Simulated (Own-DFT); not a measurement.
# Point defects and the pressure they add: zincblende GaAs

Calculated, not measured: single-point runs of Own-DFT, a retired in-house plane-wave DFT program that no person has reviewed, on unrelaxed cells, without spin or spin-orbit coupling.

All runs used: PBE; PseudoDojo norm-conserving scalar-relativistic files; cutoff 42 hartree; 3 x 3 x 3 k mesh centred on Gamma; Fermi-Dirac smearing of 0.1 eV.

Known weak points (not all hold for every row): not probed for a lower state with spin; forces not confirmed at this smearing and k mesh; stress not checked against mesh or cutoff.

All runs share one cell, with vectors in Å (11.737, 0.000, 0.000); (0.000, 11.737, 0.000); (0.000, 0.000, 10.919) and a volume of 1504.3 Å³, strained against the parent crystal. u is the rms random offset of the atoms per axis. The defect's site can differ from row to row.

```
                             cell     formula   u (Å)  P (GPa)
                        no defect    As32Ga32  0.0291     0.72
                        no defect    As32Ga32  0.0307     0.79
                        no defect    As32Ga32  0.0524     1.09
              one P on an As site   As31Ga32P  0.0268     0.51
              one P on an As site   As31Ga32P  0.0281     0.50
              one P on an As site   As31Ga32P  0.0525     0.79
              one Al on a Ga site  AlAs32Ga31  0.0296     0.75
              one Al on a Ga site  AlAs32Ga31  0.0318     0.78
              one Al on a Ga site  AlAs32Ga31  0.0490     1.05
one As vacancy and one Ga vacancy    As31Ga31  0.0319     0.48
one As vacancy and one Ga vacancy    As31Ga31  0.0493     0.86
one As vacancy and one Ga vacancy    As31Ga31  0.0495     0.57
              one In on a Ga site  As32Ga31In  0.0255     1.26
              one In on a Ga site  As32Ga31In  0.0327     1.35
              one In on a Ga site  As32Ga31In  0.0519     1.61
              one In on a Ga site  As32Ga31In  0.0524        ?
```

## Fit

P = P0 + c u² + a shift for each defect gives P0 = 0.61 GPa, c = 167 ± 23 GPa/Å² and a scatter of 0.07 GPa. The shifts, and each times the cell's volume:

- one In on a Ga site: 0.55 ± 0.06 GPa, 5.2 eV
- one Al on a Ga site: 0.01 ± 0.06 GPa, 0.1 eV (not resolved)
- one P on an As site: -0.25 ± 0.06 GPa, -2.4 eV
- one As vacancy and one Ga vacancy: -0.31 ± 0.06 GPa, -2.9 eV

A positive shift means that the defect pushes the cell outwards. Shift times volume (160.2 GPa Å³ is 1 eV) depends little on the cell's size, so, taken for each site, it can be compared between cells at like pressure. The atoms around the defects weren't relaxed, which would change these numbers.

## Test on the hidden row

Question: what pressure belongs in the blank (one In on a Ga site, u = 0.0524 Å)?

The fit gives 1.62 ± 0.09 GPa. Computed: 1.62 GPa.
